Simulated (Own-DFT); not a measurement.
# What random displacements cost in 3C SiC, 64 atoms (C32Si32)

Calculated results; nothing here was measured. They come from Own-DFT, an in-house plane-wave density functional program, since retired, whose code no person has reviewed. Each row is one single-point run on a periodic cell that was not relaxed, without spin or spin-orbit coupling.

Settings of every run: PBE; PseudoDojo norm-conserving scalar-relativistic files; cutoff 42 hartree; 4 x 4 x 4 k mesh centred on Gamma; Fermi-Dirac smearing of 0.1 eV.

Known limits, some of them of some rows only: some atoms lie very close together; forces on such cells passed a denser k mesh, each cell not checked; stress not checked against mesh or cutoff.

Cell vectors in Å: (8.719, 0.000, 0.000); (0.000, 8.719, 0.000); (0.000, 0.000, 8.719). In each run every atom was moved at random and independently from its ideal site; u is the rms move along one axis. E is the free energy for each atom above the fitted value at u = 0, and F the rms of the force components.

```
run,u (Å),E (meV/atom),F (eV/Å),largest force (eV/Å),P (GPa)
1,0.0303,34.8,0.910,2.97,3.91
2,0.0313,38.0,0.974,3.48,3.94
3,0.0581,127.4,1.769,6.78,6.18
4,0.0608,?,?,?,?
5,0.0613,139.7,1.891,6.02,6.44
6,0.0891,309.4,3.261,18.21,11.05
7,0.0994,377.7,3.218,10.63,11.89
8,0.1411,705.7,4.697,24.50,18.11
```

## Worked fit

For small independent moves the energy grows as E = (3/2) K u², with K the mean stiffness felt by one atom. The runs with u up to 0.11 Å give K = 25.4 ± 0.3 eV/Å², with residuals divided by u² + 0.0006 Å², since the noise grows with the moves. The scatter is 2.0 meV/atom at u = 0.05 Å. The forces follow F = G u with G = 32.0 eV/Å²; no force at u = 0 is resolved. G exceeds K because the moves of its neighbours add to the force on an atom, and stiffness differs between atoms. At u = 0.141 Å the parabola gives 759 meV/atom and the run 706. The pressure follows P = 3.05 + 935 u² GPa: at fixed volume, shortened bonds push harder than stretched ones pull.

## Withheld run

Question: what energy and rms force should run 4 give?

The fit gives 141 ± 3 meV/atom and about 1.95 eV/Å. The calculation gave 140.2 meV/atom and 1.874 eV/Å.
